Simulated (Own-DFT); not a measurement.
# Computed records: Hf36O71 (tetragonal hafnia with one neutral oxygen vacancy, atoms displaced)

All values are calculated (Own-DFT development build). A calculation, not a measurement: plane-wave PBE and HSE06 DFT by an unreviewed code, no spin, of a simulated cell at Gamma alone, so results move with cell size and shape, stress positive in tension, energies less offsets, not probed for a lower state with spin; hafnium file: forces about 75 meV/angstrom off all-electron values; oxygen file: force components 24 meV/angstrom off all-electron in a glass; k mesh not checked against a denser one; forces and stress are PBE's, HSE06 gives the energy alone, and its difference from PBE has offsets of its own; offsets are fitted by least squares, one for each functional and potential file, so energies compare only between cells with the same atoms and settings and are not formation energies; the far tail of each file's local potential was reset to the Coulomb form; each entry is a single point on an unrelaxed cell, so the pressure reflects the starting lattice, taken from the Materials Project, from which strain is counted, and rises with the displacements; printed positions are rounded, which can move forces by about a meV/angstrom; the program is a retired in-house code; no spin-orbit coupling.

### Hf36O71 (tetragonal hafnia with one neutral oxygen vacancy, atoms displaced)

```
cell vectors (Å)
  10.7800     0.0000     0.0000
   0.0000    10.7800     0.0000
   0.0000     0.0000    10.4493
atoms (fractions of the cell vectors)
Hf  0.99956  0.00434  0.99811
Hf  0.16742  0.16756  0.25089
O   0.99535  0.16785  0.14380
O   0.16816  0.00096  0.35613
O   0.00223  0.16579  0.40069
O   0.16448  0.00070  0.08787
Hf  0.99066  0.00139  0.50609
Hf  0.15544  0.16732  0.75025
O   0.99846  0.16179  0.65358
O   0.16343  0.00362  0.85848
O   0.00314  0.16399  0.90394
O   0.16524  0.99706  0.59648
Hf  0.99926  0.34285  0.00269
Hf  0.16870  0.50271  0.23804
O   0.99843  0.49644  0.14832
O   0.16492  0.33512  0.35355
O   0.99929  0.49560  0.40051
O   0.16386  0.33428  0.09380
Hf  0.99415  0.33229  0.49396
Hf  0.16671  0.49676  0.74303
O   0.00283  0.50552  0.65068
O   0.16035  0.33734  0.84169
O   0.00154  0.50556  0.90009
O   0.16047  0.33769  0.59502
Hf  0.00132  0.66533  0.99540
Hf  0.16530  0.83596  0.24750
O   0.00344  0.83015  0.14687
O   0.16473  0.66963  0.34252
O   0.98317  0.83719  0.40135
O   0.16854  0.66935  0.10011
Hf  0.99898  0.66845  0.50052
Hf  0.16277  0.83404  0.75453
O   0.00264  0.83690  0.65486
O   0.17112  0.67019  0.85348
O   0.00240  0.83708  0.90306
O   0.16797  0.65820  0.59381
Hf  0.33391  0.00310  0.00191
Hf  0.49673  0.16578  0.25253
O   0.32967  0.16122  0.14773
O   0.50163  0.00517  0.34251
O   0.32908  0.16740  0.40139
O   0.50832  0.99989  0.09993
Hf  0.33351  0.00140  0.49235
Hf  0.49721  0.17226  0.74706
O   0.32969  0.16622  0.64683
O   0.50118  0.00468  0.84377
O   0.33208  0.16919  0.90651
O   0.50127  0.99827  0.59841
Hf  0.33605  0.32759  0.00094
Hf  0.49750  0.48950  0.25240
O   0.33645  0.50069  0.15038
O   0.49306  0.33853  0.34896
O   0.33103  0.50676  0.40521
O   0.50138  0.33371  0.10344
Hf  0.32820  0.33153  0.49301
Hf  0.49964  0.49375  0.74905
O   0.33489  0.50392  0.64479
O   0.49731  0.33244  0.84279
O   0.50337  0.33552  0.60425
Hf  0.33868  0.67547  0.00322
Hf  0.50677  0.83254  0.25689
O   0.31945  0.83830  0.16059
O   0.49274  0.66634  0.34827
O   0.33066  0.83898  0.40293
O   0.50503  0.65699  0.09112
Hf  0.33701  0.67671  0.50359
Hf  0.49491  0.83668  0.75631
O   0.33478  0.83675  0.66036
O   0.50679  0.66674  0.83481
O   0.33728  0.82678  0.90263
O   0.50330  0.66778  0.59713
Hf  0.66690  0.99629  0.00007
Hf  0.83543  0.16832  0.24612
O   0.66529  0.16836  0.14634
O   0.83784  0.00381  0.35140
O   0.67004  0.16855  0.40618
O   0.83817  0.00242  0.09398
Hf  0.66663  0.00479  0.49687
Hf  0.83001  0.17664  0.74236
O   0.65313  0.16468  0.65454
O   0.83986  0.00845  0.84830
O   0.66965  0.17891  0.89892
O   0.83147  0.00645  0.60163
Hf  0.66841  0.33518  0.00915
Hf  0.82996  0.49702  0.25180
O   0.67149  0.50345  0.15311
O   0.84733  0.33247  0.35304
O   0.66293  0.50320  0.40238
O   0.82825  0.33949  0.10034
Hf  0.66630  0.33566  0.50013
Hf  0.83239  0.50237  0.75658
O   0.66855  0.51038  0.65560
O   0.84022  0.33712  0.84818
O   0.67314  0.50488  0.89992
O   0.83521  0.34001  0.60964
Hf  0.66998  0.67148  0.99858
Hf  0.82978  0.83416  0.25160
O   0.66444  0.82774  0.15368
O   0.84048  0.66783  0.34250
O   0.66198  0.83870  0.40732
O   0.83223  0.66517  0.09664
Hf  0.66718  0.67728  0.49655
Hf  0.83341  0.83494  0.75104
O   0.66817  0.83787  0.64700
O   0.83777  0.67141  0.84855
O   0.66457  0.83205  0.90243
O   0.83200  0.66248  0.59938
```

Here we set first functional PBE, second functional HSE06, exact exchange share 0.25, screening 0.11 1/bohr, exchange divergence Gygi-Baldereschi, potential files PseudoDojo norm-conserving, scalar-relativistic, made for PBE, standard set, wave cutoff 48 hartree, occupations fixed and k mesh 1 x 1 x 1 centred on Gamma.

Results for Hf36O71 (tetragonal hafnia with one neutral oxygen vacancy, atoms displaced): PBE energy of cell above offsets -97.563 eV; HSE06 less PBE above offsets 0.036 eV; PBE pressure 1.89 GPa; PBE stress xx -1.06 GPa; PBE stress yy -2.43 GPa; PBE stress zz -2.18 GPa; PBE stress yz 1.02 GPa; PBE stress xz -0.34 GPa; PBE stress xy 0.01 GPa.

Force:
```csv
element,x (eV/Å),y (eV/Å),z (eV/Å)
Hf,0.195,-0.58,-0.569
Hf,-1.312,-0.453,0.426
O,0.688,0.42,1.325
O,-0.119,0.395,-1.56
O,-0.095,-0.204,-0.111
O,0.692,0.401,1.786
Hf,1.878,-0.367,-0.881
Hf,1.422,-0.41,0.297
O,-0.602,0.308,-0.686
O,0.959,-0.615,-1.745
O,0.18,2.158,-0.619
O,0.079,0.15,0.234
Hf,-0.387,-1.023,-1.17
Hf,-0.192,0.829,1.74
O,-0.039,0.005,-0.013
O,0.649,-0.429,-1.516
O,-0.094,1.276,0.096
O,1.103,-0.101,0.505
Hf,1.154,0.942,0.719
Hf,0.44,1.253,-0.279
O,-1.045,0.008,0.306
O,0.413,-0.684,0.681
O,-0.121,-0.699,-0.043
O,0.659,-0.394,0.033
Hf,0.244,1.606,0.865
Hf,-2.162,-0.324,1.233
O,-1.334,0.252,0.881
O,-0.389,-0.034,0.175
O,0.57,-0.153,0.735
O,0.057,-0.86,-0.474
Hf,0.367,-0.964,-0.389
Hf,0.515,0.589,0.222
O,-0.968,-0.362,-0.452
O,-0.074,-0.768,-0.724
O,-0.138,-0.739,-0.498
O,-0.219,1.194,0.128
Hf,-0.508,-0.346,-0.403
Hf,0.393,0.606,-1.399
O,0.94,0.167,0.856
O,0.039,-0.654,0.815
O,0.658,0.096,-1.378
O,-1.405,-0.221,-0.063
Hf,-0.978,0.13,2.512
Hf,-1.326,-0.852,0.067
O,-0.087,0.442,0.481
O,-0.017,0.018,1.261
O,0.089,-0.58,-0.436
O,-0.38,-0.005,-1.299
Hf,-0.205,1.898,-0.581
Hf,0.257,3.234,-0.993
O,-0.316,-0.501,-0.053
O,0.294,-2.659,1.046
O,0.152,-0.88,-0.607
O,-0.49,-0.128,-0.003
Hf,-0.618,1.835,1.809
Hf,-0.003,1.595,-0.672
O,0.104,-0.573,1.393
O,-0.585,0.455,1.715
O,-0.229,0.036,-1.52
Hf,-0.91,-2.612,-0.155
Hf,-1.803,-0.449,-0.64
O,4.354,0.07,-1.572
O,0.673,0.613,-0.598
O,0.725,-0.455,-0.036
O,-0.593,1.113,0.494
Hf,-0.157,-1.572,0.069
Hf,1.041,-0.373,-1.536
O,-0.934,-0.408,-0.749
O,-0.528,-0.281,1.267
O,0.528,2.527,0.273
O,-0.122,0.597,-0.914
Hf,0.964,1.826,-1.104
Hf,0.235,-0.527,-0.005
O,0.146,0.033,1.309
O,-1.074,0.154,-0.756
O,-0.352,1.16,-0.911
O,-2.096,-0.481,1.135
Hf,-0.411,-0.197,2.368
Hf,-0.757,-0.85,1.837
O,2.915,0.279,-1.158
O,-0.883,-0.947,-0.639
O,-0.027,-1.218,0.557
O,-0.904,0.088,-0.215
Hf,-0.416,0.387,-1.782
Hf,1.022,0.91,-0.095
O,-1.313,-0.617,0.433
O,-1.63,-0.369,-0.61
O,0.485,-0.749,-0.096
O,1.147,-0.403,0.63
Hf,-0.119,1.046,1.475
Hf,-0.037,0.495,-1.107
O,-0.075,-0.98,-0.282
O,0.258,-0.344,0.643
O,-0.048,-0.959,0.752
O,-1.039,-0.916,-1.349
Hf,-0.063,-1.712,-0.203
Hf,2.767,-0.082,-0.628
O,0.245,0.449,0.036
O,-1,-0.181,0.383
O,-0.006,0.235,-2.118
O,0.511,0.279,-0.046
Hf,-0.32,-2.102,2.393
Hf,-0.165,0.635,-0.031
O,0.351,-0.213,0.742
O,-0.008,0.291,0.108
O,0.347,1.155,-0.121
O,0.322,0.914,-0.653
```
